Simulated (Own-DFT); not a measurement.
Al3GaN4 (wurtzite random alloy, strained), AlGa3N4 (wurtzite random alloy, strained, atoms displaced) (calculated)

All values are calculated (Own-DFT development build). A calculation, not a measurement: plane-wave PBE density functional theory by an unreviewed code, no spin, of a simulated periodic cell, stress positive in tension, free energy of the whole cell less one offset for each atom, forces on such cells passed a denser k mesh, this cell's mesh not checked; offsets are fitted by least squares, one for each functional and potential file, so energies compare only between cells with the same atoms and settings and are not formation energies; the far tail of each file's local potential was reset to the Coulomb form; each entry is a single point on an unrelaxed cell, so the pressure reflects the starting lattice, mostly measured values, from which strain is counted, and rises with the displacements; printed positions are rounded, which can move forces by about a meV/angstrom; the program is a retired in-house code; no spin-orbit coupling.

Common to all runs: functional PBE; potential files PseudoDojo norm-conserving, scalar-relativistic, standard set with the stringent files for Ga; wave cutoff 96 hartree; occupations Gaussian; smearing width 0.01 eV; k mesh 4 x 4 x 3 centred on Gamma.

```yaml
- entry: 1
  formula: Al3GaN4
  kind: "wurtzite random alloy, strained"
  structure:
    cell_angstrom: [[9.3938, -0.1409, 0.0], [-4.8189, 8.2057, 0.0], [0.0, 0.0, 10.0655]]
    atoms_fractional:
      - [Ga, 0.11111, 0.22222, 0.0]
      - [Ga, 0.22222, 0.11111, 0.25]
      - ["N", 0.11111, 0.22222, 0.19037]
      - ["N", 0.22222, 0.11111, 0.44038]
      - [Al, 0.11111, 0.22222, 0.5]
      - [Al, 0.22222, 0.11111, 0.75]
      - ["N", 0.11111, 0.22222, 0.69038]
      - ["N", 0.22222, 0.11111, 0.94037]
      - [Ga, 0.11111, 0.55556, 0.0]
      - [Al, 0.22223, 0.44445, 0.25]
      - ["N", 0.11111, 0.55556, 0.19037]
      - ["N", 0.22223, 0.44445, 0.44038]
      - [Al, 0.11111, 0.55556, 0.5]
      - [Al, 0.22223, 0.44445, 0.75]
      - ["N", 0.11111, 0.55556, 0.69038]
      - ["N", 0.22223, 0.44445, 0.94037]
      - [Al, 0.11111, 0.88889, 0.0]
      - [Al, 0.22222, 0.77778, 0.25]
      - ["N", 0.11111, 0.88889, 0.19037]
      - ["N", 0.22222, 0.77778, 0.44038]
      - [Al, 0.11111, 0.88889, 0.5]
      - [Al, 0.22222, 0.77778, 0.75]
      - ["N", 0.11111, 0.88889, 0.69038]
      - ["N", 0.22222, 0.77778, 0.94037]
      - [Al, 0.44444, 0.22223, 0.0]
      - [Al, 0.55555, 0.11112, 0.25]
      - ["N", 0.44444, 0.22223, 0.19037]
      - ["N", 0.55555, 0.11112, 0.44038]
      - [Ga, 0.44444, 0.22223, 0.5]
      - [Al, 0.55555, 0.11112, 0.75]
      - ["N", 0.44444, 0.22223, 0.69038]
      - ["N", 0.55555, 0.11112, 0.94037]
      - [Al, 0.44444, 0.55556, 0.0]
      - [Al, 0.55555, 0.44444, 0.25]
      - ["N", 0.44444, 0.55556, 0.19037]
      - ["N", 0.55555, 0.44444, 0.44038]
      - [Al, 0.44444, 0.55556, 0.5]
      - [Al, 0.55555, 0.44444, 0.75]
      - ["N", 0.44444, 0.55556, 0.69038]
      - ["N", 0.55555, 0.44444, 0.94037]
      - [Al, 0.44444, 0.88888, 0.0]
      - [Al, 0.55555, 0.77777, 0.25]
      - ["N", 0.44444, 0.88888, 0.19037]
      - ["N", 0.55555, 0.77777, 0.44038]
      - [Al, 0.44444, 0.88888, 0.5]
      - [Al, 0.55555, 0.77777, 0.75]
      - ["N", 0.44444, 0.88888, 0.69038]
      - ["N", 0.55555, 0.77777, 0.94037]
      - [Ga, 0.77778, 0.22222, 0.0]
      - [Al, 0.88889, 0.11111, 0.25]
      - ["N", 0.77778, 0.22222, 0.19037]
      - ["N", 0.88889, 0.11111, 0.44038]
      - [Ga, 0.77778, 0.22222, 0.5]
      - [Ga, 0.88889, 0.11111, 0.75]
      - ["N", 0.77778, 0.22222, 0.69038]
      - ["N", 0.88889, 0.11111, 0.94037]
      - [Al, 0.77777, 0.55555, 0.0]
      - [Al, 0.88889, 0.44444, 0.25]
      - ["N", 0.77777, 0.55555, 0.19037]
      - ["N", 0.88889, 0.44444, 0.44038]
      - [Al, 0.77777, 0.55555, 0.5]
      - [Al, 0.88889, 0.44444, 0.75]
      - ["N", 0.77777, 0.55555, 0.69038]
      - ["N", 0.88889, 0.44444, 0.94037]
      - [Ga, 0.77777, 0.88888, 0.0]
      - [Al, 0.88888, 0.77777, 0.25]
      - ["N", 0.77777, 0.88888, 0.19037]
      - ["N", 0.88888, 0.77777, 0.44038]
      - [Ga, 0.77777, 0.88888, 0.5]
      - [Al, 0.88888, 0.77777, 0.75]
      - ["N", 0.77777, 0.88888, 0.69038]
      - ["N", 0.88888, 0.77777, 0.94037]
  results:
    "free_energy_of_cell_above_offsets [eV]": "-27.689"
    "pressure [GPa]": 4.4
    "stress_xx [GPa]": -4.3
    "stress_yy [GPa]": -4.31
    "stress_zz [GPa]": -4.59
    "stress_yz [GPa]": 0.0
    "stress_xz [GPa]": -0.09
    "stress_xy [GPa]": -5.21
    force_element: [Ga, Ga, "N", "N", Al, Al, "N", "N", Ga, Al, "N", "N", Al, Al, "N", "N", Al, Al, "N", "N", Al, Al, "N", "N", Al, Al, "N", "N", Ga, Al, "N", "N", Al, Al, "N", "N", Al, Al, "N", "N", Al, Al, "N", "N", Al, Al, "N", "N", Ga, Al, "N", "N", Ga, Ga, "N", "N", Al, Al, "N", "N", Al, Al, "N", "N", Ga, Al, "N", "N", Ga, Al, "N", "N"]
    "force_x [eV/angstrom]": [0.41, -0.369, -0.567, -1.241, 0.226, -0.267, 1.252, 0.554, 0.387, -0.229, 0.288, -0.296, 0.254, -0.268, 0.289, 0.507, 0.216, -0.231, 0.3, -0.304, 0.245, -0.243, 0.29, -0.304, 0.212, -0.247, 1.238, -0.402, 0.369, -0.236, 0.304, -1.238, 0.267, -0.252, 0.282, -0.303, 0.236, -0.242, 0.318, -0.289, 0.254, -0.25, 0.288, -1.244, 0.235, -0.263, 0.307, -1.263, 0.351, -0.26, 0.316, 0.552, 0.386, -0.374, -0.562, -0.408, 0.197, -0.253, 0.318, -0.311, 0.239, -0.218, 0.278, -1.22, 0.37, -0.259, 0.307, 0.565, 0.374, -0.232, 0.298, 0.567]
    "force_y [eV/angstrom]": [0.025, -0.011, 0.505, -0.564, 0.035, -0.03, 0.548, -0.523, 0.016, 0.0, 0.002, -0.024, 0.003, -0.015, 0.008, 0.528, 0.043, -0.004, -1.033, 0.0, 0.004, -0.027, 0.035, 1.024, 0.037, -0.024, 0.555, -1.048, 0.024, -0.041, 0.023, -0.568, 0.008, -0.017, 0.007, 1.02, 0.002, -0.002, 0.012, -0.023, 0.009, -0.018, 0.014, -0.549, 0.005, -0.008, 0.037, -0.54, 0.013, -0.037, 0.031, 0.505, 0.019, -0.013, 0.499, -0.006, 0.027, -0.026, 0.012, 1.032, 0.002, -0.004, 0.002, 0.464, -0.014, -0.002, 0.035, -0.505, 0.035, -0.01, -1.011, -0.507]
    "force_z [eV/angstrom]": [0.102, 0.062, 0.709, 0.698, 0.047, 0.027, -0.45, -0.4, 0.08, 0.031, 1.095, -0.02, 0.038, -0.035, -0.032, -0.746, 0.009, 0.006, -0.401, -0.024, 0.038, -0.041, -0.028, -0.399, 0.021, -0.012, -0.431, -0.765, 0.094, 0.005, 1.094, -0.425, 0.026, -0.015, -0.027, -0.375, 0.007, 0.013, -0.029, -0.005, 0.023, -0.012, -0.03, -0.409, 0.026, -0.004, -0.028, -0.413, 0.122, 0.048, 1.05, -0.771, 0.1, 0.048, 0.712, -0.029, 0.02, 0.026, -0.042, -0.399, 0.011, -0.036, -0.03, -0.772, 0.132, -0.002, 1.072, -0.387, 0.098, 0.003, 0.703, -0.374]
- entry: 2
  formula: Al3GaN4
  kind: "wurtzite random alloy, strained"
  structure:
    cell_angstrom:
      - [9.3938, 0.0, -0.1409]
      - [-4.6969, 8.1352, 0.0705]
      - [-0.151, 0.0, 10.0655]
    atoms_fractional:
      - [Ga, 0.11111, 0.22222, 0.0]
      - [Ga, 0.22222, 0.11111, 0.25]
      - ["N", 0.11111, 0.22222, 0.19037]
      - ["N", 0.22222, 0.11111, 0.44037]
      - [Al, 0.11111, 0.22222, 0.49999]
      - [Al, 0.22222, 0.11111, 0.75]
      - ["N", 0.11111, 0.22222, 0.69038]
      - ["N", 0.22222, 0.11111, 0.94038]
      - [Ga, 0.11112, 0.55556, 0.0]
      - [Al, 0.22223, 0.44445, 0.25]
      - ["N", 0.11111, 0.55556, 0.19037]
      - ["N", 0.22223, 0.44445, 0.44037]
      - [Al, 0.11112, 0.55556, 0.49999]
      - [Al, 0.22223, 0.44445, 0.75]
      - ["N", 0.11111, 0.55556, 0.69038]
      - ["N", 0.22223, 0.44445, 0.94037]
      - [Al, 0.11111, 0.88889, 0.0]
      - [Al, 0.22222, 0.77778, 0.25]
      - ["N", 0.11111, 0.88889, 0.19037]
      - ["N", 0.22223, 0.77778, 0.44037]
      - [Al, 0.11112, 0.88889, 0.49999]
      - [Al, 0.22222, 0.77778, 0.75]
      - ["N", 0.11111, 0.88889, 0.69037]
      - ["N", 0.22223, 0.77778, 0.94037]
      - [Al, 0.44444, 0.22222, 0.0]
      - [Al, 0.55555, 0.11111, 0.25]
      - ["N", 0.44444, 0.22222, 0.19038]
      - ["N", 0.55555, 0.11111, 0.44037]
      - [Ga, 0.44445, 0.22222, 0.5]
      - [Al, 0.55555, 0.11111, 0.75]
      - ["N", 0.44444, 0.22222, 0.69037]
      - ["N", 0.55555, 0.11111, 0.94037]
      - [Al, 0.44444, 0.55556, 0.0]
      - [Al, 0.55556, 0.44445, 0.25]
      - ["N", 0.44445, 0.55556, 0.19037]
      - ["N", 0.55556, 0.44445, 0.44037]
      - [Al, 0.44444, 0.55556, 0.5]
      - [Al, 0.55556, 0.44445, 0.75]
      - ["N", 0.44445, 0.55556, 0.69037]
      - ["N", 0.55556, 0.44445, 0.94038]
      - [Al, 0.44445, 0.88889, 0.0]
      - [Al, 0.55556, 0.77778, 0.25]
      - ["N", 0.44445, 0.88889, 0.19037]
      - ["N", 0.55555, 0.77778, 0.44037]
      - [Al, 0.44444, 0.88889, 0.49999]
      - [Al, 0.55556, 0.77778, 0.74999]
      - ["N", 0.44445, 0.88889, 0.69037]
      - ["N", 0.55555, 0.77778, 0.94037]
      - [Ga, 0.77777, 0.22222, 0.0]
      - [Al, 0.88889, 0.11111, 0.25]
      - ["N", 0.77778, 0.22222, 0.19038]
      - ["N", 0.88888, 0.11111, 0.44038]
      - [Ga, 0.77777, 0.22222, 0.5]
      - [Ga, 0.88889, 0.11111, 0.75]
      - ["N", 0.77778, 0.22222, 0.69037]
      - ["N", 0.88888, 0.11111, 0.94037]
      - [Al, 0.77778, 0.55556, -1.0e-05]
      - [Al, 0.88889, 0.44445, 0.24999]
      - ["N", 0.77777, 0.55556, 0.19038]
      - ["N", 0.88889, 0.44445, 0.44038]
      - [Al, 0.77778, 0.55556, 0.5]
      - [Al, 0.88889, 0.44445, 0.75]
      - ["N", 0.77777, 0.55556, 0.69037]
      - ["N", 0.88889, 0.44445, 0.94037]
      - [Ga, 0.77778, 0.88889, -1.0e-05]
      - [Al, 0.88888, 0.77778, 0.24999]
      - ["N", 0.77778, 0.88889, 0.19038]
      - ["N", 0.88889, 0.77778, 0.44037]
      - [Ga, 0.77778, 0.88889, 0.5]
      - [Al, 0.88888, 0.77778, 0.75]
      - ["N", 0.77778, 0.88889, 0.69037]
      - ["N", 0.88889, 0.77778, 0.94037]
  results:
    "free_energy_of_cell_above_offsets [eV]": "-27.797"
    "pressure [GPa]": 4.32
    "stress_xx [GPa]": -4.12
    "stress_yy [GPa]": -4.14
    "stress_zz [GPa]": -4.69
    "stress_yz [GPa]": 0.0
    "stress_xz [GPa]": -3.69
    "stress_xy [GPa]": -0.07
    force_element: [Ga, Ga, "N", "N", Al, Al, "N", "N", Ga, Al, "N", "N", Al, Al, "N", "N", Al, Al, "N", "N", Al, Al, "N", "N", Al, Al, "N", "N", Ga, Al, "N", "N", Al, Al, "N", "N", Al, Al, "N", "N", Al, Al, "N", "N", Al, Al, "N", "N", Ga, Al, "N", "N", Ga, Ga, "N", "N", Al, Al, "N", "N", Al, Al, "N", "N", Ga, Al, "N", "N", Ga, Al, "N", "N"]
    "force_x [eV/angstrom]": [0.28, 0.256, -1.107, -1.092, 0.135, 0.116, 0.718, 0.708, 0.255, 0.164, -0.166, -0.149, 0.161, 0.122, -0.153, 0.674, 0.127, 0.163, -0.157, -0.158, 0.156, 0.145, -0.154, -0.146, 0.122, 0.133, 0.704, -0.229, 0.239, 0.145, -0.149, -1.077, 0.18, 0.138, -0.164, -0.145, 0.146, 0.148, -0.126, -0.141, 0.161, 0.14, -0.154, -1.082, 0.143, 0.131, -0.134, -1.101, 0.223, 0.119, -0.134, 0.709, 0.251, 0.243, -1.098, -0.237, 0.109, 0.136, -0.127, -0.154, 0.146, 0.171, -0.163, -1.052, 0.251, 0.137, -0.144, 0.722, 0.244, 0.163, -0.167, 0.726]
    "force_y [eV/angstrom]": [0.017, -0.01, 0.548, -0.56, 0.038, -0.027, 0.504, -0.523, 0.014, 0.01, -0.002, -0.025, 0.005, -0.019, 0.006, 0.521, 0.037, 0.007, -1.033, -0.002, -0.002, -0.023, 0.029, 1.024, 0.03, -0.021, 0.511, -1.047, 0.018, -0.033, 0.024, -0.567, 0.005, -0.02, 0.003, 1.021, -0.006, 0.001, 0.012, -0.022, 0.009, -0.012, 0.01, -0.545, 0.003, -0.009, 0.038, -0.54, 0.017, -0.031, 0.027, 0.501, 0.017, -0.011, 0.54, -0.006, 0.022, -0.021, 0.017, 1.034, 0.0, 0.009, 0.002, 0.47, -0.018, -0.007, 0.037, -0.506, 0.027, -0.002, -1.008, -0.507]
    "force_z [eV/angstrom]": [0.083, 0.057, 0.696, 0.721, 0.056, 0.016, -0.421, -0.407, 0.069, 0.026, 1.1, -0.017, 0.035, -0.049, -0.025, -0.75, 0.002, 0.003, -0.398, -0.018, 0.036, -0.046, -0.021, -0.394, 0.023, -0.014, -0.403, -0.753, 0.08, 0.004, 1.104, -0.401, 0.027, -0.02, -0.02, -0.367, 0.001, 0.007, -0.021, 0.0, 0.022, -0.01, -0.022, -0.382, 0.016, -0.008, -0.021, -0.384, 0.109, 0.033, 1.055, -0.779, 0.08, 0.041, 0.692, -0.02, 0.01, 0.018, -0.037, -0.392, 0.005, -0.031, -0.028, -0.752, 0.121, -0.018, 1.078, -0.399, 0.089, -0.006, 0.705, -0.388]
- entry: 3
  formula: AlGa3N4
  kind: "wurtzite random alloy, strained, atoms displaced"
  structure:
    cell_angstrom: [[9.6994, 0.0, 0.0], [-4.8497, 8.4, 0.0], [0.0, 0.0, 10.2685]]
    atoms_fractional:
      - [Ga, 0.10802, 0.22405, 0.99737]
      - [Al, 0.22409, 0.11062, 0.24731]
      - ["N", 0.11244, 0.21265, 0.19439]
      - ["N", 0.21929, 0.11008, 0.44227]
      - [Ga, 0.11438, 0.21617, 0.5044]
      - [Al, 0.21594, 0.1055, 0.75587]
      - ["N", 0.11455, 0.22765, 0.6845]
      - ["N", 0.22063, 0.10602, 0.93769]
      - [Ga, 0.10634, 0.55468, 0.99948]
      - [Ga, 0.21334, 0.44043, 0.25032]
      - ["N", 0.10674, 0.544, 0.19111]
      - ["N", 0.22057, 0.4435, 0.43589]
      - [Ga, 0.11111, 0.56054, 0.50888]
      - [Ga, 0.22451, 0.44569, 0.75498]
      - ["N", 0.10205, 0.55419, 0.68663]
      - ["N", 0.22518, 0.45104, 0.94226]
      - [Al, 0.11722, 0.89344, 0.00452]
      - [Al, 0.22893, 0.78715, 0.25799]
      - ["N", 0.10799, 0.88564, 0.1838]
      - ["N", 0.23122, 0.80064, 0.4376]
      - [Ga, 0.12174, 0.89258, 0.50247]
      - [Al, 0.22352, 0.78075, 0.76083]
      - ["N", 0.10216, 0.88298, 0.68679]
      - ["N", 0.2235, 0.79458, 0.94462]
      - [Ga, 0.45193, 0.2192, 0.00795]
      - [Ga, 0.54737, 0.10718, 0.24125]
      - ["N", 0.43759, 0.21924, 0.18597]
      - ["N", 0.55566, 0.11825, 0.43803]
      - [Ga, 0.443, 0.21749, 0.50169]
      - [Ga, 0.55471, 0.11863, 0.74528]
      - ["N", 0.43514, 0.21499, 0.68597]
      - ["N", 0.5521, 0.10865, 0.93931]
      - [Ga, 0.43432, 0.54701, 0.99447]
      - [Ga, 0.55482, 0.44745, 0.25782]
      - ["N", 0.43324, 0.55151, 0.19637]
      - ["N", 0.5652, 0.44994, 0.44151]
      - [Al, 0.44008, 0.5527, 0.49718]
      - [Ga, 0.56289, 0.44761, 0.75111]
      - ["N", 0.44058, 0.55995, 0.68621]
      - ["N", 0.54986, 0.43101, 0.94204]
      - [Ga, 0.44743, 0.88375, 0.00784]
      - [Ga, 0.55288, 0.77935, 0.24504]
      - ["N", 0.44282, 0.88576, 0.18384]
      - ["N", 0.55082, 0.77123, 0.43676]
      - [Ga, 0.43, 0.88067, 0.50505]
      - [Al, 0.5552, 0.77598, 0.74862]
      - ["N", 0.44579, 0.89908, 0.68534]
      - ["N", 0.56057, 0.77782, 0.93592]
      - [Ga, 0.77813, 0.21895, 0.00046]
      - [Ga, 0.88555, 0.09815, 0.23661]
      - ["N", 0.77307, 0.21235, 0.1918]
      - ["N", 0.89227, 0.12096, 0.4343]
      - [Ga, 0.77885, 0.21681, 0.49427]
      - [Al, 0.8914, 0.12126, 0.75111]
      - ["N", 0.78263, 0.22886, 0.68165]
      - ["N", 0.88213, 0.10862, 0.93988]
      - [Ga, 0.77998, 0.55969, 0.00471]
      - [Ga, 0.88561, 0.44465, 0.26087]
      - ["N", 0.78075, 0.56065, 0.18637]
      - ["N", 0.88974, 0.44707, 0.43931]
      - [Al, 0.77735, 0.55135, 0.49998]
      - [Ga, 0.89142, 0.45144, 0.75049]
      - ["N", 0.77931, 0.56, 0.69442]
      - ["N", 0.88964, 0.45286, 0.94242]
      - [Ga, 0.76517, 0.88576, 0.00259]
      - [Ga, 0.88535, 0.7744, 0.24848]
      - ["N", 0.77409, 0.88286, 0.1813]
      - ["N", 0.88811, 0.78937, 0.44608]
      - [Ga, 0.78755, 0.88912, 0.50289]
      - [Ga, 0.87992, 0.76983, 0.74469]
      - ["N", 0.78235, 0.88342, 0.68724]
      - ["N", 0.88758, 0.78364, 0.93505]
  results:
    "free_energy_of_cell_above_offsets [eV]": "-9.075"
    "pressure [GPa]": 0.04
    "stress_xx [GPa]": 1.57
    "stress_yy [GPa]": 4.74
    "stress_zz [GPa]": -6.42
    "stress_yz [GPa]": -0.69
    "stress_xz [GPa]": 0.37
    "stress_xy [GPa]": 0.72
    force_element: [Ga, Al, "N", "N", Ga, Al, "N", "N", Ga, Ga, "N", "N", Ga, Ga, "N", "N", Al, Al, "N", "N", Ga, Al, "N", "N", Ga, Ga, "N", "N", Ga, Ga, "N", "N", Ga, Ga, "N", "N", Al, Ga, "N", "N", Ga, Ga, "N", "N", Ga, Al, "N", "N", Ga, Ga, "N", "N", Ga, Al, "N", "N", Ga, Ga, "N", "N", Al, Ga, "N", "N", Ga, Ga, "N", "N", Ga, Ga, "N", "N"]
    "force_x [eV/angstrom]": [0.856, -0.483, -0.293, 0.996, -1.414, 0.095, -0.214, -0.331, -0.083, 0.594, -1.192, 0.337, 0.568, -0.35, 1.542, -1.417, -1.933, -0.596, 1.065, -0.003, -2.643, -0.595, 1.558, 1.29, -1.258, 0.796, -0.088, 0.49, -0.323, 0.698, -0.657, 1.04, 2.178, -0.179, 1.11, -0.948, 0.134, -1.237, 0.696, -0.172, -0.667, 0.449, -1.032, -0.202, 3.007, 0.123, 0.237, -1.823, -1.034, -0.098, -0.336, 1.168, -0.824, 0.253, 0.175, 0.664, -0.667, 0.535, -0.327, -0.558, -0.086, -0.583, 0.11, 0.408, 2.349, 0.252, -0.238, 3.103, -3.117, 0.898, -2.534, 0.761]
    "force_y [eV/angstrom]": [-0.84, -0.623, 0.368, 0.171, 0.972, -0.005, -1.062, 0.364, 0.972, -0.768, 2.139, 0.521, -0.575, -0.042, 1.698, -1.042, -0.021, -1.175, 0.604, -2.978, 0.509, 0.485, 0.709, -1.782, -0.263, 0.518, 0.189, -1.185, 0.651, -0.222, 0.823, -0.219, 0.853, -0.033, 0.254, -0.12, 0.325, -0.952, 0.241, 1.599, 0.456, -0.827, -0.218, 0.247, 1.663, 0.894, -2.009, -1.109, 0.845, 1.303, 0.811, -1.607, 0.414, -1.046, -0.485, 0.546, 0.514, -0.46, -1.16, 0.76, 1.122, -0.936, -1.757, -1.175, 0.099, 0.821, -0.467, -2.934, 1.487, 1.694, 1.603, -0.141]
    "force_z [eV/angstrom]": [0.685, 0.588, -1.139, -1.694, -1.715, -1.102, 2.902, 0.351, 0.875, 0.267, 0.064, 1.629, -2.47, -1.393, 2.374, -0.563, -1.075, -1.961, 1.624, -1.118, 0.344, -1.279, 1.535, -0.775, -2.062, 1.492, 2.078, -0.587, -0.641, 0.408, 1.252, -0.086, 1.55, -1.343, -1.36, 1.076, -0.288, -0.061, 0.123, -0.255, -2.952, 1.23, 2.342, 0.57, -0.927, -0.77, 2.26, -0.738, 0.127, 1.865, -0.388, -0.152, -0.138, -0.789, 1.59, -1.038, -1.45, -2.415, 1.631, 1.795, 0.397, 0.27, -2.09, -0.523, -1.841, 0.698, 1.57, -1.673, -0.355, 1.316, 1.217, 1.114]
```
